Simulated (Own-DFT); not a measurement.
# Which defects push the lattice out? zincblende GaAs

Source: density functional calculations with Own-DFT, an unreviewed in-house program that is no longer used. Nothing was measured or relaxed, and spin and spin-orbit coupling are left out.

Common settings: PBE; PseudoDojo norm-conserving scalar-relativistic files; cutoff 42 hartree; 3 x 3 x 3 k mesh centred on Gamma; Fermi-Dirac smearing of 0.1 eV.

Keep in mind (not all hold for every row): not probed for a lower state with spin; forces not confirmed at this smearing and k mesh; stress not checked against mesh or cutoff.

All runs share one cell, with vectors in Å (11.737, 0.000, 0.000); (0.000, 11.737, 0.000); (0.000, 0.000, 10.833) and a volume of 1492.4 Å³, strained against the parent crystal. u is the rms random offset of the atoms per axis. The defect's site can differ from row to row.

```
                             cell     formula   u (Å)  P (GPa)
                        no defect    As32Ga32  0.0286     1.22
                        no defect    As32Ga32  0.0291     1.26
                        no defect    As32Ga32  0.0484     1.56
one As vacancy and one Ga vacancy    As31Ga31  0.0270     0.89
one As vacancy and one Ga vacancy    As31Ga31  0.0288     0.88
one As vacancy and one Ga vacancy    As31Ga31  0.0471     1.20
              one Al on a Ga site  AlAs32Ga31  0.0288     1.21
              one Al on a Ga site  AlAs32Ga31  0.0318     1.28
              one Al on a Ga site  AlAs32Ga31  0.0531     1.74
              one Al on a Ga site  AlAs32Ga31  0.0550        ?
```

## Working it out

P = P0 + c u² + a shift for each defect gives P0 = 1.03 GPa, c = 238 ± 12 GPa/Å² and a scatter of 0.03 GPa. The shifts, and each times the cell's volume:

- one Al on a Ga site: 0.02 ± 0.02 GPa, 0.2 eV (not resolved)
- one As vacancy and one Ga vacancy: -0.34 ± 0.02 GPa, -3.1 eV

Against the defect-free cell, a freed cell would be larger where the shift is positive and smaller where it is negative (160.2 GPa Å³ is 1 eV). The atoms around the defects weren't relaxed, which would change these numbers.

## Check

Question: what pressure belongs in the blank (one Al on a Ga site, u = 0.0550 Å)?

The fitted form gives 1.76 ± 0.04 GPa. The hidden result is 1.72 GPa.
